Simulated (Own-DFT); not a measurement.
# One host, several defects: C11b WSi2

Source: density functional calculations with Own-DFT, an unreviewed in-house program that is no longer used. Nothing was measured or relaxed, and spin and spin-orbit coupling are left out.

Common settings: PBEsol; PseudoDojo norm-conserving scalar-relativistic files, made for PBE; cutoff 50 hartree; 5 x 5 x 5 k mesh centred on Gamma; cold (Marzari-Vanderbilt) smearing of 0.2 eV.

Keep in mind: forces on such cells failed a check on a denser k mesh; stress not checked against mesh or cutoff.

All runs share one cell, with vectors in Å (-2.148, -5.953, 3.409); (-6.444, 2.976, 1.136); (-2.553, -2.948, -6.757) and a volume of 403.2 Å³. u is the rms random offset of the atoms per axis. The defect's site can differ from row to row.

| cell | formula | u (Å) | P (GPa) |
|---|---|---|---|
| no defect | Si20W10 | 0.0185 | 0.14 |
| no defect | Si20W10 | 0.0473 | 1.83 |
| no defect | Si20W10 | 0.0506 | 1.68 |
| one Si on a W site | Si21W9 | 0.0321 | 2.48 |
| one Si on a W site | Si21W9 | 0.0356 | 2.59 |
| one Si on a W site | Si21W9 | 0.0487 | 2.85 |
| one W on a Si site | Si19W11 | 0.0276 | 5.43 |
| one W on a Si site | Si19W11 | 0.0293 | 5.50 |
| one W on a Si site | Si19W11 | 0.0536 | 6.56 |
| one W on a Si site | Si19W11 | 0.0572 | ? |
| one W vacancy | Si20W9 | 0.0291 | -0.44 |
| one W vacancy | Si20W9 | 0.0303 | -0.19 |
| one W vacancy | Si20W9 | 0.0557 | 1.33 |
| one Si vacancy | Si19W10 | 0.0281 | -0.78 |
| one Si vacancy | Si19W10 | 0.0352 | -0.17 |
| one Si vacancy | Si19W10 | 0.0566 | 0.66 |

## Working it out

P = P0 + c u² + a shift for each defect gives P0 = 0.16 GPa, c = 615 ± 61 GPa/Å² and a scatter of 0.22 GPa. The shifts, and each times the cell's volume:

- one W on a Si site: 4.75 ± 0.18 GPa, 11.9 eV
- one Si on a W site: 1.52 ± 0.18 GPa, 3.8 eV
- one W vacancy: -0.92 ± 0.18 GPa, -2.3 eV
- one Si vacancy: -1.33 ± 0.18 GPa, -3.4 eV

Against the defect-free cell, a freed cell would be larger where the shift is positive and smaller where it is negative (160.2 GPa Å³ is 1 eV). The atoms around the defects weren't relaxed, which would change these numbers.

## The run left out

Q: what pressure belongs in the blank (one W on a Si site, u = 0.0572 Å)?

The fitted form gives 6.92 ± 0.28 GPa. Computed: 6.59 GPa.
